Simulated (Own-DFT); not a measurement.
# One trend across several semiconductors

Source: density functional calculations with Own-DFT, an unreviewed in-house program that is no longer used. Nothing was measured or relaxed, and spin and spin-orbit coupling are left out.

Keep in mind (not all hold for every row): forces on such cells moved up to 12 meV/angstrom on a denser k mesh; forces not confirmed at this smearing and k mesh; k mesh not checked against a denser one; forces on such cells passed a denser k mesh, each cell not checked; stress not checked against mesh or cutoff.

All runs are PBE with PseudoDojo norm-conserving files; cutoff and k mesh are each material's own. Every cell starts from measured lattice constants and was given uniform random strains and small random moves of its atoms. Each triple is the change of volume in per cent, the rms move u in Å and the pressure in GPa.

- 3C SiC (C48Si48), 10.36 Å³/atom unstrained: (-2.51, 0.054, 12.63); (-2.27, 0.051, 11.66); (-2.02, 0.051, 10.97); (-0.61, 0.049, 6.87); (-0.09, 0.049, 5.53); (0.50, 0.051, 4.37); (2.60, 0.054, 0.24)
- wurtzite AlN (Al36N36), 10.45 Å³/atom unstrained: (-3.26, 0.050, 13.42); (1.48, 0.049, 2.21); (1.65, 0.049, 2.03); (2.05, 0.051, 1.85); (2.29, 0.052, 1.14); (2.38, 0.048, 0.58); (3.05, 0.049, -0.63)
- wurtzite GaN (Ga36N36), 11.42 Å³/atom unstrained: (-2.51, 0.049, 12.65); (-0.59, 0.050, 8.20); (0.08, 0.052, 7.10); (0.43, 0.054, 6.41); (0.52, 0.047, 6.35); (0.67, 0.047, 5.84); (1.49, 0.050, 4.06)
- diamond silicon (Si64), 20.02 Å³/atom unstrained: (-3.36, 0.051, 6.03); (-0.95, 0.048, 3.67); (-0.68, 0.050, 3.31); (0.34, 0.054, 2.60); (0.99, 0.053, 1.73); (1.49, 0.045, 1.10); (3.47, 0.050, -0.37)
- zincblende InP (In32P32), 25.27 Å³/atom unstrained: withheld
- grey tin (Sn64), 34.15 Å³/atom unstrained: (-2.23, 0.049, 5.04); (-2.17, 0.048, 5.09); (-1.83, 0.052, 4.81); (-1.09, 0.052, 4.34); (-0.73, 0.051, 4.08); (0.37, 0.052, 3.48); (1.78, 0.048, 2.75)

## What the rows give

Fit a line to each set against the fractional change of volume; B is minus its slope, and u is nearly the same within a set. To take it to zero pressure, assume that B rises by 4 GPa for each GPa: B0 = B - 4 x (mean pressure). The bond length of an ideal tetrahedral crystal with the unstrained volume v is d = (√3/4)(8 v)^(1/3). Cohen's empirical rule reads B0 = (1971 - 220 L) d^(-3.5) GPa, with L = 0 for group IV crystals and SiC and 1 for III-V compounds.

| material | L | d (Å) | B (GPa) | mean P (GPa) | B0 (GPa) | rule (GPa) |
|---|---|---|---|---|---|---|
| 3C SiC (C48Si48) | 0 | 1.888 | 245 ± 13 | 7.5 | 215 ± 13 | 213 |
| wurtzite AlN (Al36N36) | 1 | 1.893 | 223 ± 7 | 2.9 | 212 ± 7 | 188 |
| wurtzite GaN (Ga36N36) | 1 | 1.950 | 211 ± 5 | 7.2 | 182 ± 5 | 169 |
| diamond silicon (Si64) | 0 | 2.352 | 95 ± 3 | 2.6 | 85 ± 3 | 99 |
| zincblende InP (In32P32) | 1 | 2.541 | ? | ? | ? | 67 |
| grey tin (Sn64) | 0 | 2.810 | 59 ± 2 | 4.2 | 42 ± 2 | 53 |

A line through ln[B0/(1971 - 220 L)] against ln d has a slope of -4.3 ± 0.2 and a scatter of 6 %. Against the rule, B0 stands at 101 % for 3C SiC, 113 % for wurtzite AlN, 108 % for wurtzite GaN, 86 % for diamond silicon, 79 % for grey tin. PBE tends to make silicon and heavier crystals too soft, and the rule itself is only a guide.

## Test on the hidden row

The question: what B0 does the fitted trend give for zincblende InP (In32P32)?

Estimate: 56 GPa. Its own runs give B = 74 ± 2 GPa at a mean pressure of 3.1 GPa, so B0 = 62 GPa.
